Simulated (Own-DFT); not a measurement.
## Calculated data, GaP (zincblende, strained, atoms displaced), SiC (2H silicon carbide, atoms displaced)

All values are calculated (Own-DFT development build). A calculation, not a measurement: plane-wave PBE density functional theory by an unreviewed code, no spin, of a simulated periodic cell, stress positive in tension, free energy of the whole cell less one offset for each atom, forces on such cells passed a denser k mesh, this cell's mesh not checked; offsets are fitted by least squares, one for each functional and potential file, so energies compare only between cells with the same atoms and settings and are not formation energies; the far tail of each file's local potential was reset to the Coulomb form; each entry is a single point on an unrelaxed cell, so the pressure reflects the starting lattice, mostly measured values (interpolated for alloys), from which strain is counted, and rises with the displacements; printed positions are rounded, which can move forces by about a meV/angstrom; the program, named Own-DFT, is a retired in-house code; no spin-orbit coupling.

Common to all runs: functional PBE; potential files PseudoDojo norm-conserving, scalar-relativistic, standard set; wave cutoff 42 hartree; occupations Fermi-Dirac; smearing width 0.1 eV; hardware one NVIDIA H100.

```yaml
- entry: 1
  formula: GaP
  kind: "zincblende, strained, atoms displaced"
  structure:
    cell_angstrom: [[10.862, 0.0, 0.0], [0.0, 10.862, 0.0], [0.0, 0.0, 10.9361]]
    atoms_fractional:
      - [Ga, 0.0017, 0.99387, 0.99858]
      - [Ga, 0.00181, 0.24766, 0.24922]
      - [Ga, 0.25115, 0.00867, 0.25448]
      - [Ga, 0.24474, 0.25532, 0.00578]
      - [P, 0.12136, 0.12198, 0.12521]
      - [P, 0.12954, 0.37128, 0.36786]
      - [P, 0.37852, 0.12022, 0.3783]
      - [P, 0.37534, 0.3705, 0.1197]
      - [Ga, 0.00099, 0.99833, 0.50508]
      - [Ga, 0.98884, 0.25496, 0.74758]
      - [Ga, 0.24598, 0.99275, 0.74915]
      - [Ga, 0.2396, 0.25347, 0.49855]
      - [P, 0.11541, 0.11669, 0.62325]
      - [P, 0.12867, 0.3818, 0.88406]
      - [P, 0.36882, 0.12477, 0.87543]
      - [P, 0.37556, 0.37518, 0.6258]
      - [Ga, 0.00246, 0.49949, 0.00685]
      - [Ga, 0.00119, 0.73908, 0.24619]
      - [Ga, 0.24861, 0.49634, 0.2563]
      - [Ga, 0.25672, 0.74945, 0.00108]
      - [P, 0.12021, 0.62108, 0.12623]
      - [P, 0.12735, 0.87277, 0.36583]
      - [P, 0.37439, 0.62636, 0.37587]
      - [P, 0.3827, 0.87775, 0.1154]
      - [Ga, 0.99466, 0.50683, 0.50163]
      - [Ga, 0.00175, 0.75578, 0.74979]
      - [Ga, 0.24821, 0.49973, 0.75389]
      - [Ga, 0.25017, 0.74345, 0.50491]
      - [P, 0.12913, 0.62409, 0.63182]
      - [P, 0.11933, 0.87678, 0.87245]
      - [P, 0.3788, 0.62789, 0.87443]
      - [P, 0.37302, 0.87149, 0.63176]
      - [Ga, 0.50319, 0.9989, 0.00484]
      - [Ga, 0.4978, 0.24972, 0.2484]
      - [Ga, 0.74195, 0.00179, 0.25435]
      - [Ga, 0.75105, 0.25191, 0.00031]
      - [P, 0.62708, 0.12444, 0.11883]
      - [P, 0.62033, 0.37725, 0.37969]
      - [P, 0.87068, 0.13287, 0.38067]
      - [P, 0.86928, 0.37849, 0.12558]
      - [Ga, 0.49471, 0.00158, 0.49575]
      - [Ga, 0.49783, 0.24596, 0.7591]
      - [Ga, 0.75184, 0.98926, 0.74711]
      - [Ga, 0.75238, 0.24423, 0.50285]
      - [P, 0.62211, 0.11938, 0.63357]
      - [P, 0.62499, 0.37593, 0.87637]
      - [P, 0.86775, 0.13125, 0.87363]
      - [P, 0.87744, 0.36575, 0.62549]
      - [Ga, 0.49587, 0.49495, 0.0022]
      - [Ga, 0.49797, 0.75005, 0.24316]
      - [Ga, 0.75697, 0.49153, 0.24179]
      - [Ga, 0.75381, 0.75443, 0.99981]
      - [P, 0.63073, 0.62523, 0.13185]
      - [P, 0.63175, 0.86735, 0.36267]
      - [P, 0.87754, 0.6337, 0.37973]
      - [P, 0.87399, 0.87689, 0.12167]
      - [Ga, 0.50904, 0.49421, 0.50662]
      - [Ga, 0.50614, 0.74392, 0.75291]
      - [Ga, 0.75577, 0.49761, 0.75075]
      - [Ga, 0.74903, 0.75245, 0.50747]
      - [P, 0.63632, 0.62684, 0.62264]
      - [P, 0.6226, 0.87504, 0.87434]
      - [P, 0.87652, 0.61746, 0.87081]
      - [P, 0.86842, 0.87316, 0.62403]
  settings:
    k_mesh: "3 x 3 x 3 centred on Gamma"
  results:
    "free_energy_of_cell_above_offsets [eV]": "-32.629"
    "pressure [GPa]": 3.8
    "stress_xx [GPa]": -3.92
    "stress_yy [GPa]": -3.98
    "stress_zz [GPa]": -3.5
    "stress_yz [GPa]": -0.19
    "stress_xz [GPa]": 0.33
    "stress_xy [GPa]": -0.44
    force_element: [Ga, Ga, Ga, Ga, P, P, P, P, Ga, Ga, Ga, Ga, P, P, P, P, Ga, Ga, Ga, Ga, P, P, P, P, Ga, Ga, Ga, Ga, P, P, P, P, Ga, Ga, Ga, Ga, P, P, P, P, Ga, Ga, Ga, Ga, P, P, P, P, Ga, Ga, Ga, Ga, P, P, P, P, Ga, Ga, Ga, Ga, P, P, P, P]
    "force_x [eV/angstrom]": [-0.744, -0.689, 0.145, 0.085, 0.246, -1.444, -0.848, -0.282, -0.788, 1.881, 0.154, 0.926, 1.143, -0.879, -0.19, -0.305, -0.756, -0.36, 0.84, -0.862, 1.598, -0.282, 0.579, -1.33, 0.756, -0.616, 0.741, -0.018, -0.86, 0.933, -0.27, 0.603, 0.016, 0.368, 1.254, -0.379, -0.122, 1.257, 0.864, 1.832, 1.229, 0.01, -0.603, -1.537, 0.072, -0.062, 0.753, -0.898, 0.879, -0.073, -1.415, -0.406, -0.393, -1.224, -0.722, 0.264, -0.979, -0.026, -0.396, 0.037, -1.097, 0.427, 0.498, 1.465]
    "force_y [eV/angstrom]": [0.993, 0.126, -0.914, -1.075, 0.152, 0.473, 1.567, 0.508, -0.76, -1.057, 0.869, -0.88, 1.453, -0.796, -0.375, -0.366, 0.029, 1.529, 0.594, 0.054, 0.144, -0.147, -0.426, -0.184, -0.679, -0.948, -0.018, 0.758, -0.002, -0.568, -0.794, -0.24, 0.738, -0.201, 0.602, 0.138, 0.431, -0.916, -1.483, -1.587, -1.31, 0.252, 1.136, 0.543, 0.16, 0.07, -1.142, 1.921, 0.925, -0.32, 1.637, -0.788, -0.364, 0.154, -0.975, -0.041, 1.115, 0.426, -0.452, 0.182, -0.883, -0.164, 1.088, 0.089]
    "force_z [eV/angstrom]": [-0.076, -0.042, -0.689, -0.529, -0.171, 0.838, -0.451, 1.255, -1.61, 1.364, 0.029, 0.65, 1.025, -0.972, 0.599, 0.321, -0.736, 0.189, -0.964, -0.215, -0.113, 0.983, 0.118, 1.521, 0.111, -0.182, 0.055, -0.486, -0.434, 0.619, 0.218, -0.791, -1.503, 0.176, -0.691, -0.124, 0.93, -0.938, -1.008, -0.812, 0.946, -0.535, 0.834, 0.578, -0.832, -0.152, 0.038, -1.111, -0.096, 0.338, 2.338, -0.4, -1.067, 1.751, -0.425, 0.936, -0.073, -0.51, -0.335, -1.589, 0.847, 0.252, 0.8, 0.003]
    "wall_time [s]": 509.1
- entry: 2
  formula: SiC
  kind: "2H silicon carbide, atoms displaced"
  structure:
    cell_angstrom: [[6.1654, 0.0, 0.0], [-3.0827, 5.3394, 0.0], [0.0, 0.0, 10.0681]]
    atoms_fractional:
      - [Si, 0.99799, 0.99562, 0.99995]
      - [Si, 0.16211, 0.34034, 0.25031]
      - [C, 0.99431, 0.9979, 0.18558]
      - [C, 0.16416, 0.33124, 0.44003]
      - [Si, 0.98942, 0.99204, 0.49807]
      - [Si, 0.17538, 0.33026, 0.75179]
      - [C, 0.00361, 0.98921, 0.68873]
      - [C, 0.1709, 0.33861, 0.93596]
      - [Si, 0.0042, 0.50768, 0.00367]
      - [Si, 0.16563, 0.83365, 0.24926]
      - [C, 0.98822, 0.48989, 0.18799]
      - [C, 0.1679, 0.83592, 0.43418]
      - [Si, 0.99333, 0.49609, 0.50263]
      - [Si, 0.16627, 0.83, 0.75073]
      - [C, 0.00649, 0.49914, 0.68954]
      - [C, 0.17147, 0.83069, 0.93672]
      - [Si, 0.49936, 0.99547, 0.99331]
      - [Si, 0.66708, 0.33627, 0.24474]
      - [C, 0.51175, 0.00303, 0.18496]
      - [C, 0.66179, 0.333, 0.43494]
      - [Si, 0.50432, 0.0085, 0.50333]
      - [Si, 0.65855, 0.33021, 0.75313]
      - [C, 0.49861, 0.00637, 0.68781]
      - [C, 0.67265, 0.33217, 0.93923]
      - [Si, 0.50217, 0.49644, 0.99789]
      - [Si, 0.67345, 0.82891, 0.2469]
      - [C, 0.49274, 0.50067, 0.19284]
      - [C, 0.67221, 0.83146, 0.43522]
      - [Si, 0.51288, 0.50081, 0.50362]
      - [Si, 0.66635, 0.82989, 0.74911]
      - [C, 0.496, 0.49841, 0.6886]
      - [C, 0.65769, 0.8282, 0.94148]
  settings:
    k_mesh: "5 x 5 x 3 centred on Gamma"
  results:
    "free_energy_of_cell_above_offsets [eV]": "-4.557"
    "pressure [GPa]": 3.83
    "stress_xx [GPa]": -3.4
    "stress_yy [GPa]": -2.67
    "stress_zz [GPa]": -5.41
    "stress_yz [GPa]": 0.07
    "stress_xz [GPa]": 0.15
    "stress_xy [GPa]": -0.4
    force_element: [Si, Si, C, C, Si, Si, C, C, Si, Si, C, C, Si, Si, C, C, Si, Si, C, C, Si, Si, C, C, Si, Si, C, C, Si, Si, C, C]
    "force_x [eV/angstrom]": [-0.105, 0.669, 1.289, 0.124, 1.644, -1.679, -1.263, -0.012, 0.518, 0.692, 0.615, 0.098, 0.889, 0.391, -0.791, -1.077, -0.024, -1.017, -1.197, 1.054, -0.132, 1.493, 0.752, -0.525, -0.549, -1.475, 0.699, -1.373, -2.182, -0.1, 1.024, 1.551]
    "force_y [eV/angstrom]": [0.693, -1.304, 0.552, 0.243, 1.119, -0.474, 0.792, -0.858, -1.142, 0.345, 1.942, -0.422, 0.559, -0.576, -0.625, 0.416, 0.724, -1.127, -0.65, -0.006, -1.199, 0.959, -0.781, 0.174, -0.115, 0.58, -0.461, -0.136, -0.13, 0.6, 0.303, 0.006]
    "force_z [eV/angstrom]": [-0.398, 0.758, 0.097, 0.046, 0.191, -0.621, -0.102, 0.877, -0.911, -0.344, -0.255, 1.046, -0.664, -0.348, 0.192, 0.222, 1.866, 0.988, -0.015, 0.302, -1.513, -0.377, 0.514, -0.163, 1.029, 0.567, -1.551, 0.658, -1.157, 0.403, 0.093, -1.432]
    "wall_time [s]": 123.7
```
